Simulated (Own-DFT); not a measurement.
# Computed records: Si12O23 (quartz with two neutral oxygen vacancies, strained, atoms displaced)

A calculation, not a measurement: plane-wave PBE and HSE06 DFT by an unreviewed code, no spin, of a simulated cell at Gamma alone, so results move with cell size and shape, stress positive in tension, energies less offsets, not probed for a lower state with spin; oxygen file: force components 24 meV/angstrom off all-electron in a glass; k mesh not checked against a denser one; forces and stress are PBE's, HSE06 gives the energy alone, and its difference from PBE has offsets of its own; offsets are fitted by least squares, one for each functional and potential file, so energies compare only between cells with the same atoms and settings and are not formation energies; the far tail of each file's local potential was reset to the Coulomb form; each entry is a single point on an unrelaxed cell, so the pressure reflects the starting lattice, mostly measured values (interpolated for alloys), from which strain is counted, and rises with the displacements; printed positions are rounded, which can move forces by about a meV/angstrom; the program, named Own-DFT, is a retired in-house code; no spin-orbit coupling. Program: Own-DFT development build.

Common to all runs: first functional PBE; second functional HSE06; exact exchange share 0.25; screening 0.11 1/bohr; exchange divergence Gygi-Baldereschi; potential files PseudoDojo norm-conserving, scalar-relativistic, made for PBE, standard set; wave cutoff 48 hartree; occupations fixed; k mesh 1 x 1 x 1 centred on Gamma.

(1) 
```xyz
70
Lattice="9.9630 0.1910 -0.1264 -4.8161 8.5704 -0.0573 -0.1391 -0.1531 10.6797" Properties=species:S:1:pos:R:3:force_x:R:1:force_y:R:1:force_z:R:1 formula=Si12O23 PBE_energy_of_cell_above_offsets=-20.711 HSE06_less_PBE_above_offsets=0.533 PBE_pressure=3.83 PBE_stress_xx=-2.76 PBE_stress_yy=-2.63 PBE_stress_zz=-6.11 PBE_stress_yz=-5.73 PBE_stress_xz=-4.57 PBE_stress_xy=3.94
Si    -2.5980     8.4410    10.5299     -1.897      0.487      0.748
Si     8.7619     2.1246     3.3802      2.047     -0.895      2.262
Si     1.3700     2.3110     1.7125     -3.011      0.076      0.364
O      1.4154     1.1972     0.6087      0.451     -2.088     -2.252
O      2.7707     2.5071     2.3268      2.581      0.617      1.356
O      3.3079     0.6016     4.1746      0.265      1.423     -0.713
O     -1.0995     3.1098     4.6561     -0.321     -0.789     -0.408
O      0.2797     1.7711     2.8156      -0.49      0.077      0.421
O      0.8245     3.6943     1.0361      3.385     -2.269      4.132
Si     2.2898    -0.0198     5.2998      0.169     -1.714     -2.811
Si    -1.2505     1.9104     8.8382      1.468     -2.143      3.159
Si     1.2727     2.2195     7.0158     -1.184     -0.722      1.303
O      1.3249     1.0546     5.8781       -1.6      2.202      1.183
O      2.7141     2.4715     7.6563      1.299      -0.41      0.763
O      3.1672     0.5937     9.5070      0.616      0.061     -0.761
O     -1.2120     2.9862    10.0381      0.678      0.898      0.516
O      0.2443     1.7170     8.2601      0.755     -0.123     -1.132
O      0.7875     3.6282     6.4462     -0.732      0.758     -0.924
Si    -0.0420     4.2905    -0.0225     -2.564      2.256      -5.63
Si     6.3732     6.4118     3.3925     -2.747     -0.692     -0.999
Si    -1.0878     6.5593     1.6923     -1.038     -0.011      0.935
O     -0.9958     5.4550     0.5405     -0.696     -0.035     -0.018
O      0.3928     6.8379     2.2517      0.814      0.024       0.94
O      0.8472     4.8909     4.0714      -0.32      0.926      0.515
O     -3.5406     7.3387     4.6755      0.971       1.55       0.71
O     -2.1004     6.0128     2.9175      1.337      0.341     -1.349
O     -1.5946     7.9556     1.0362      0.461     -0.358      0.537
Si    -0.1927     4.2713     5.2751       2.55     -0.356     -1.207
Si     6.3046     6.3497     8.7387     -1.101     -2.864     -0.429
Si    -1.1752     6.5383     7.0784       0.26      -0.52     -0.756
O     -1.1161     5.3801     5.9061     -0.659      1.421      0.928
O      0.3325     6.7733     7.6618     -2.046      0.668     -1.628
O      0.7720     4.8574     9.4731     -0.121      0.684     -0.068
O     -3.6047     7.2385     9.9770      1.056      3.246      2.264
O     -2.2117     5.9989     8.1964      1.005     -0.133     -0.275
O     -1.6262     7.9308     6.3876      0.924     -0.758      1.488
Si     2.3371     8.5550    10.4478       1.44     -1.056      3.516
Si     3.8573     2.0719     3.4648     -2.055     -2.734      0.212
Si     6.3648     2.3822     1.6311     -2.751      2.281      3.242
O      6.3888     1.2521     0.6185      0.053     -3.083     -3.214
O      7.7552     2.6521     2.3120     -0.121      0.744     -0.929
O      8.2403     0.7127     4.0877     -0.586      0.157      0.275
O      3.9129     3.1837     4.5735     -0.723      0.589      1.083
O      5.2776     1.8660     2.8344      2.172      0.116     -1.568
O      5.8485     3.7838     1.0108      0.432     -0.414      0.773
Si     2.3929     8.5882     5.1764      2.636       3.65      0.996
Si     3.7547     1.9784     8.8421     -0.616     -0.566     -1.405
Si     6.2367     2.3063     7.0235      0.233       2.23      1.141
O      6.3132     1.2543     5.9053      0.686     -3.354     -2.959
O      7.7227     2.5562     7.6300     -1.975      0.764     -2.017
O      8.1130     0.6430     9.4587      1.639      2.116     -2.306
O      3.8217     3.1039     9.9526       0.22      1.155      1.048
O      5.2325     1.7867     8.1568      -1.04     -0.404      1.141
O      5.7721     3.7184     6.3774       0.33      -0.37      0.838
Si     4.8873     4.4434    -0.0700      0.897       0.39      -2.46
Si     1.4283     6.3334     3.4164      -0.54     -1.239      0.586
Si     3.9019     6.7607     1.6244      1.323      2.803      0.778
O      3.9752     5.5985     0.5358     -0.173     -1.253     -1.237
O      5.7759     5.0193     4.0603     -0.146     -0.497      0.584
O      1.4782     7.4742     4.6337     -1.609     -2.406     -1.934
O      2.9136     6.1171     2.7598     -1.608     -0.001      1.181
Si     4.8070     4.3096     5.2545       2.06      1.502     -2.098
Si     1.3122     6.3172     8.7879      1.643     -4.809       0.14
Si     3.8605     6.6320     6.9793     -1.085     -1.794      1.157
O      3.9351     5.4753     5.8587     -1.117        0.6       0.17
O      5.2992     6.8697     7.6030      0.458      0.228     -0.102
O      5.7641     4.9332     9.4241     -0.411       0.23      0.143
O      1.4200     7.3690     9.9258     -0.958      1.458      1.212
O      2.8139     6.0731     8.1348     -0.385      0.345      0.002
O      3.3485     7.9879     6.3732     -0.888      1.787     -1.146
```

Units: PBE_energy_of_cell_above_offsets, HSE06_less_PBE_above_offsets in eV; PBE_pressure, PBE_stress_xx, PBE_stress_yy, PBE_stress_zz, PBE_stress_yz, PBE_stress_xz, PBE_stress_xy in GPa; force_x, force_y, force_z in eV/Å.

(2) 
```xyz
70
Lattice="9.6783 0.0668 0.0661 -4.7813 8.4230 0.0498 0.0727 0.1052 10.9840" Properties=species:S:1:pos:R:3:force_x:R:1:force_y:R:1:force_z:R:1 formula=Si12O23 PBE_energy_of_cell_above_offsets=-20.827 HSE06_less_PBE_above_offsets=-0.163 PBE_pressure=8.54 PBE_stress_xx=-12.1 PBE_stress_yy=-6.33 PBE_stress_zz=-7.18 PBE_stress_yz=3.08 PBE_stress_xz=2.23 PBE_stress_xy=0.18
Si     2.3634     0.1441    10.9431     -2.308     -2.881      3.008
Si     8.5243     2.0917     3.7727      1.586      2.725     -0.897
Si     1.3296     2.2322     1.8844     -2.073      0.867     -1.217
O      1.3609     1.1321     0.6861     -0.347       0.42      0.343
O      2.7297     2.5284     2.5493      1.426       0.24      0.416
O      3.2385     0.6448     4.3908      0.285      0.773     -0.313
O     -1.0177     3.1509     4.8581      0.364      0.838      0.962
O      0.3158     1.8220     3.0685      0.585     -0.653       -0.1
O      0.8128     3.6424     1.1843      1.249     -1.433      1.517
Si    -2.5146     8.4788     5.6345       0.92     -1.212     -3.402
Si     8.5932     2.1282     9.1766      0.385      1.548      2.855
Si     1.3439     2.2914     7.3413      0.961      2.503     -0.534
O      1.4376     1.2368     6.1680     -1.323      0.106     -0.215
O      2.8061     2.5571     7.9915     -0.924      0.445     -0.817
O      3.2312     0.7475     9.8510      2.504       1.76     -2.987
O     -1.0139     3.2030    10.3768     -0.233     -1.515     -1.864
O      0.3382     1.8066     8.4323      -0.24     -0.647      1.194
O      0.8405     3.7046     6.6702      2.001     -1.678       2.32
Si    -0.1216     4.2190     0.0513     -0.288     -0.436      -0.99
Si    -3.4516     6.2579     3.7128     -1.989     -1.853     -1.213
Si    -1.0666     6.4805     1.8877     -0.677     -1.564     -0.692
O     -1.0241     5.3572     0.6853      -0.88      1.514      1.164
O      0.3343     6.7372     2.5830      0.805      0.547     -0.001
O      0.8402     4.8627     4.3465      0.968      0.785     -0.902
O     -3.3939     7.3293     4.8322      0.213      2.613      2.919
O     -2.0624     5.9821     3.0613      1.749      -0.47     -0.631
O     -1.6037     7.8269     1.2627     -0.609      1.457     -1.295
Si    -0.0240     4.3212     5.5439     -2.522     -2.377     -2.188
Si     6.2034     6.3060     9.2043     -0.247      2.662      1.484
Si    -1.0296     6.5166     7.3975      1.314     -0.167     -0.876
O     -0.9624     5.3913     6.2074     -1.104      1.977       1.18
O      0.4167     6.7930     8.1068     -2.589      1.096     -2.608
O      0.8627     4.9567     9.8743      0.317      0.105     -0.538
O     -3.3736     7.4101    10.3065      0.165     -0.099     -0.044
O     -2.0461     6.0530     8.5119      0.741     -0.981      0.116
O     -1.5320     7.8853     6.7175      0.469       -0.3      1.033
Si     2.3744     8.5329    11.0401      1.724      2.894      1.262
Si     3.7505     2.0303     3.6898     -1.436      1.137      2.929
Si     6.0992     2.2539     1.9140      4.462      1.803     -2.844
O      6.2171     1.1965     0.7093     -0.376     -0.654     -0.395
O      7.5952     2.5720     2.5725     -1.494      -0.12     -0.888
O      8.0236     0.7540     4.3783     -0.361     -2.341      0.644
O      3.8976     3.2489     4.9152     -2.614     -3.761     -2.555
O      5.1755     1.8639     3.0497     -1.465     -1.939      2.648
O      5.6733     3.6551     1.2702     -1.076      1.281     -1.334
Si     7.1281     0.1317     5.5355     -0.228     -1.463      0.701
Si     3.7713     2.1436     9.1765      0.833     -0.506      1.417
Si     6.2080     2.3928     7.3682     -3.337      2.301     -1.933
O      6.2319     1.2718     6.2090     -0.253     -1.084     -0.674
O      7.6154     2.5714     8.0151      1.586      1.115     -0.017
O      8.0800     0.7670     9.8030     -0.382      -1.14      0.689
O      3.8649     3.2082    10.3970      0.253       0.78      0.104
O      5.2357     1.8683     8.5671     -0.011     -0.316      0.214
Si     4.8185     4.4107    11.0367     -1.851      -2.08       2.88
Si     1.3208     6.2933     3.7662      0.596     -1.679     -1.631
Si     3.7564     6.5141     1.9651     -0.271     -0.035     -2.174
O      3.7664     5.4196     0.7367      0.514     -0.369     -0.125
O      5.1695     6.7208     2.6170      1.339      0.933      0.012
O      5.6352     4.9231     4.3371      0.427     -0.011      0.596
O      1.4235     7.3514     4.9110      0.425      2.294      2.226
O      2.7831     6.0570     3.1143     -1.035     -0.577        1.2
O      3.2111     7.8620     1.2511      0.577      0.042      0.487
Si     4.7737     4.3331     5.5930      1.879      1.777      3.442
Si     1.3935     6.3387     9.2165     -0.996     -1.143       3.23
Si     3.8138     6.5774     7.3846     -0.839     -4.714     -0.441
O      5.2148     6.8427     8.0512      1.512      0.372      0.717
O      5.7206     4.9790     9.9025      0.824     -0.341     -1.301
O      1.5084     7.4323    10.4105     -2.031     -1.786      -1.14
O      2.7631     6.0430     8.5878      4.017     -0.169     -2.145
O      3.3263     7.9175     6.7771     -1.568      2.785     -1.982
```

Units: PBE_energy_of_cell_above_offsets, HSE06_less_PBE_above_offsets in eV; PBE_pressure, PBE_stress_xx, PBE_stress_yy, PBE_stress_zz, PBE_stress_yz, PBE_stress_xz, PBE_stress_xy in GPa; force_x, force_y, force_z in eV/Å.
